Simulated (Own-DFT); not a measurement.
# Response to strain: wurtzite AlN, 128 atoms (Al64N64)

These are calculations, not measurements. They come from Own-DFT, an in-house plane-wave density functional program, since retired, whose code no person has reviewed. Each row is one single-point run on a periodic cell that was not relaxed, without spin or spin-orbit coupling.

Settings of every run: PBE; PseudoDojo norm-conserving scalar-relativistic files; cutoff 42 hartree; 3 x 3 x 3 k mesh centred on Gamma; Gaussian smearing of 0.01 eV.

Known limits: k mesh not checked against a denser one; stress not checked against mesh or cutoff.

Unstrained cell vectors in Å: (12.448, 0.000, 0.000); (-6.224, 10.780, 0.000); (0.000, 0.000, 9.964). The unstrained cell has measured lattice constants (interpolated for alloys), not those of this functional. That, the random moves and any unrelaxed bonds set the pressure at no strain. Each run strains this cell uniformly, with the atoms carried along. Every atom was also moved at random, by a Gaussian of width 0.05 Å on each axis. Strain is the symmetric tensor, in per cent. Stress is positive in tension, and the pressure is minus a third of its trace.

```
run,e_xx (%),e_yy (%),e_zz (%),e_yz (%),e_xz (%),e_xy (%),s_xx (GPa),s_yy (GPa),s_zz (GPa),s_yz (GPa),s_xz (GPa),s_xy (GPa),P (GPa),E (meV/atom)
1,1.89,1.54,0.70,0.37,0.85,0.94,4.31,3.20,-0.63,0.75,2.53,3.33,-2.29,0.4
2,0.86,-0.99,0.45,-0.92,1.98,0.69,-2.73,-9.55,-3.26,-2.76,4.94,2.43,5.18,4.6
3,0.08,-0.96,1.42,0.00,-1.86,1.39,-5.71,-9.24,0.17,-0.57,-4.29,4.96,4.93,4.8
4,1.30,-0.82,-1.97,-0.65,-0.33,-0.98,-1.32,-8.44,-17.11,-2.00,-0.27,-2.80,8.96,18.7
5,0.22,-1.06,-0.83,1.95,-1.67,0.72,-5.88,-10.99,-12.38,5.21,-5.28,1.28,9.75,28.0
6,-0.85,-0.63,0.70,1.76,-0.09,1.57,-10.02,-8.40,-3.93,4.38,-0.69,5.42,7.45,4.2
7,-1.07,-1.17,-1.89,0.05,-0.39,-0.80,-13.12,-15.08,-16.72,-0.06,-1.69,-2.90,14.98,20.0
8,1.78,-1.72,-0.88,-1.61,-0.04,-1.49,0.11,-14.07,-9.85,-4.29,0.17,-5.11,7.93,16.8
9,0.37,0.23,-0.94,-0.45,-0.58,1.92,-5.37,-5.81,-7.15,-1.26,-1.92,7.48,6.11,2.8
10,-1.73,-0.48,-0.64,-0.34,-0.38,1.33,-16.85,-10.98,-10.24,-0.64,-0.69,6.09,12.69,36.3
11,0.92,1.97,-1.59,-0.71,0.24,-0.09,0.19,2.59,-11.30,-1.61,0.28,-0.11,2.84,0.0
12,-0.16,1.20,-1.09,0.00,0.68,0.62,-5.81,-2.26,-9.30,0.75,2.00,2.56,5.79,1.2
13,1.98,1.53,-1.07,-1.28,1.97,1.82,3.46,1.87,-6.95,-3.85,5.25,5.53,0.54,1.9
14,0.55,0.13,-1.58,-1.96,-1.26,0.77,-5.45,-6.04,-12.26,-4.94,-3.46,3.07,7.92,24.1
15,1.34,1.13,1.58,1.72,-1.41,-1.41,1.50,1.73,3.11,4.34,-3.19,-4.93,-2.11,6.0
16,-1.40,1.51,-1.66,-1.43,-0.93,-1.68,?,?,?,?,?,?,?,?
```

E is the free energy for each atom above the lowest run shown.

## Worked fit

Each stress component was fitted by least squares to a constant and the strains of the runs shown, as fractions, with shears doubled. Shear strains stay in the fit of a normal stress only where such slopes are resolved. The slopes, in GPa:

```
stress  at no strain  per e_xx  per e_yy  per e_zz  scatter
  s_xx          -6.3  484 ± 21   87 ± 20   46 ± 19     0.82
  s_yy          -6.2  107 ± 21  455 ± 19   82 ± 18     0.80
  s_zz          -5.7   55 ± 33  111 ± 31  473 ± 29     1.28
```

Each shear stress against twice its own strain: yz 130 ± 5, xz 128 ± 6, xy 166 ± 8 GPa. These are stiffnesses along x, y and z of the frame in which the cell vectors are given, which need not be the crystal's axes. The atoms are held to the strained lattice; where symmetry lets them move under strain, relaxing them would lower some slopes. The table should be nearly symmetric about its diagonal, and what it lacks of that shows the noise. A ninth of its sum, 211 ± 4 GPa, estimates the bulk modulus near the mean pressure of these runs, 6.0 GPa, so it lies above the value at zero pressure.

## Withheld run

Question: what normal stresses and pressure should run 16 give?

The fit gives s_xx = -12.6, s_yy = -2.2, s_zz = -12.6 and P = 9.1 GPa. The calculation gave -10.95, -2.58, -14.88 and P = 9.47 GPa.
